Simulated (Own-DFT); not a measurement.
# Reading a pressure off an energy slope: monoclinic HfO2, 94 atoms (Hf32O62), with two O vacancies

Calculated, not measured. Each geometry was run twice at fixed positions with Own-DFT, a retired in-house plane-wave program that no person has reviewed: with PBE, and with HSE06 (exact exchange share 0.25 at short range, screening 0.11 per bohr, Gygi-Baldereschi treatment of its divergence). Both used PseudoDojo norm-conserving files made for PBE, a cutoff of 48 hartree, the Gamma point alone, fixed occupations, a neutral cell and no spin. The unstrained cell is 10.1 Å across at its thinnest, so Gamma alone is coarse and defects feel their images. The hafnium file keeps the 4f electrons in the core, and its forces lie about 75 meV/Å off all-electron values. The oxygen file's force components were 24 meV/Å off all-electron values in a glass.

Unstrained cell vectors in Å: (10.234, 0.000, 0.000); (0.000, 10.350, 0.000); (-1.696, 0.000, 10.445), volume V0 = 1106.4 Å³, from measured lattice constants. Each geometry has its own random strain of a few per cent, its own defect sites and random moves of rms u per axis. HSE06 gave the energy alone. D is its energy less that of PBE, over the lowest D shown. The PBE stress wasn't checked against mesh or cutoff.

```
run,V - V0 (Å³),u (Å),P with PBE (GPa),D (eV)
1,-12.5,0.0304,6.45,0.707
2,-11.8,0.0311,7.15,0.754
3,17.5,0.0529,2.36,1.810
4,0.1,0.0321,3.22,1.167
5,-21.9,0.0293,9.27,0.515
6,-13.4,0.0468,8.18,0.824
7,-36.3,0.0481,14.00,0.362
8,-31.9,0.0493,12.24,0.498
9,-24.5,0.0501,12.49,0.601
10,-34.3,0.0482,13.63,0.341
11,-45.4,0.0280,14.90,0.000
12,-18.6,0.0483,10.41,0.794
13,13.5,0.0314,1.85,1.371
14,12.8,0.0544,3.10,?
```

## Working it out

D = 0.96 + 0.0249 (V - V0) + 122 u² eV, with an error of 0.0009 on the volume slope, 22 on the last term and a scatter of 0.06 eV. Pressure is -dE/dV, and 1 eV/Å³ is 160.2 GPa, so HSE06 changes the pressure by -4.0 ± 0.1 GPa. With the ions held to the strained lattice, the PBE pressure falls by 254 ± 11 GPa per unit of volume strain; the shape of the strain isn't fitted, so the true error is larger, and a relaxed crystal would be softer. On that slope HSE06's volume at a given pressure is about 1.6 % smaller, or 0.5 % in lengths. At u = 0 and V0 the PBE pressure is 3.1 GPa, which puts the zero-pressure volume, against the measured cell and with the defects in, at +1.2 % for PBE and -0.3 % for HSE06, each good to a few tenths of a per cent.

## Check

Question: what D should run 14 give?

The fitted form gives 1.64 eV, with rows scattering by 0.06. The hidden result is 1.588 eV.
